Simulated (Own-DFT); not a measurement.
# One host, several defects: 3C SiC

No measurement is shown. These are fixed-geometry runs of a retired plane-wave code named Own-DFT, which no person has reviewed; spin and spin-orbit coupling are neglected.

Settings: PBE; PseudoDojo norm-conserving scalar-relativistic files; cutoff 42 hartree; 4 x 4 x 4 k mesh centred on Gamma; Fermi-Dirac smearing of 0.1 eV.

Keep in mind (not all hold for every row): some atoms lie very close together; not probed for a lower state with spin; forces on such cells passed a denser k mesh, each cell not checked; stress not checked against mesh or cutoff.

All runs share one cell, with vectors in Å (8.719, 0.000, 0.000); (0.000, 8.719, 0.000); (0.000, 0.000, 8.719) and a volume of 662.9 Å³. The atoms are randomly displaced, by u rms on each axis. The defect's site can differ from row to row.

| cell | formula | u (Å) | P (GPa) |
|---|---|---|---|
| no defect | C32Si32 | 0.0274 | 3.65 |
| no defect | C32Si32 | 0.0291 | 3.76 |
| no defect | C32Si32 | 0.0600 | 6.34 |
| one Si on a C site | C31Si33 | 0.0288 | ? |
| one Si on a C site | C31Si33 | 0.0289 | 11.10 |
| one Si on a C site | C31Si33 | 0.0460 | 12.10 |
| one Si on a C site | C31Si33 | 0.0518 | 12.57 |
| two N on a C site each | C30N2Si32 | 0.0297 | 1.96 |
| two N on a C site each | C30N2Si32 | 0.0306 | 1.90 |
| two N on a C site each | C30N2Si32 | 0.0481 | 3.53 |
| one C on a Si site | C33Si31 | 0.0300 | 1.44 |
| one C on a Si site | C33Si31 | 0.0317 | 1.81 |
| one C on a Si site | C33Si31 | 0.0495 | 3.15 |
| two Al on a Si site each | Al2C32Si30 | 0.0288 | 6.04 |
| two Al on a Si site each | Al2C32Si30 | 0.0292 | 6.01 |
| two Al on a Si site each | Al2C32Si30 | 0.0500 | 7.73 |

## Working it out

P = P0 + c u² + a shift for each defect gives P0 = 2.91 GPa, c = 965 ± 38 GPa/Å² and a scatter of 0.13 GPa. The shifts, and each times the cell's volume:

- one Si on a C site: 7.20 ± 0.11 GPa, 29.8 eV
- two Al on a Si site each: 2.34 ± 0.11 GPa, 9.7 eV (4.8 eV for each of its 2 sites)
- two N on a C site each: -1.78 ± 0.11 GPa, -7.3 eV (-3.7 eV for each of its 2 sites)
- one C on a Si site: -2.18 ± 0.11 GPa, -9.0 eV

Positive is outwards. The product with the volume (160.2 GPa Å³ to the eV) is nearly free of the cell's size; divided by the bulk modulus at the cell's pressure it gives the volume that the defect adds. The atoms around the defects weren't relaxed, which would change these numbers.

## Withheld run

Q: what pressure belongs in the blank (one Si on a C site, u = 0.0288 Å)?

The fit gives 10.92 ± 0.15 GPa. DFT gave 11.33 GPa.
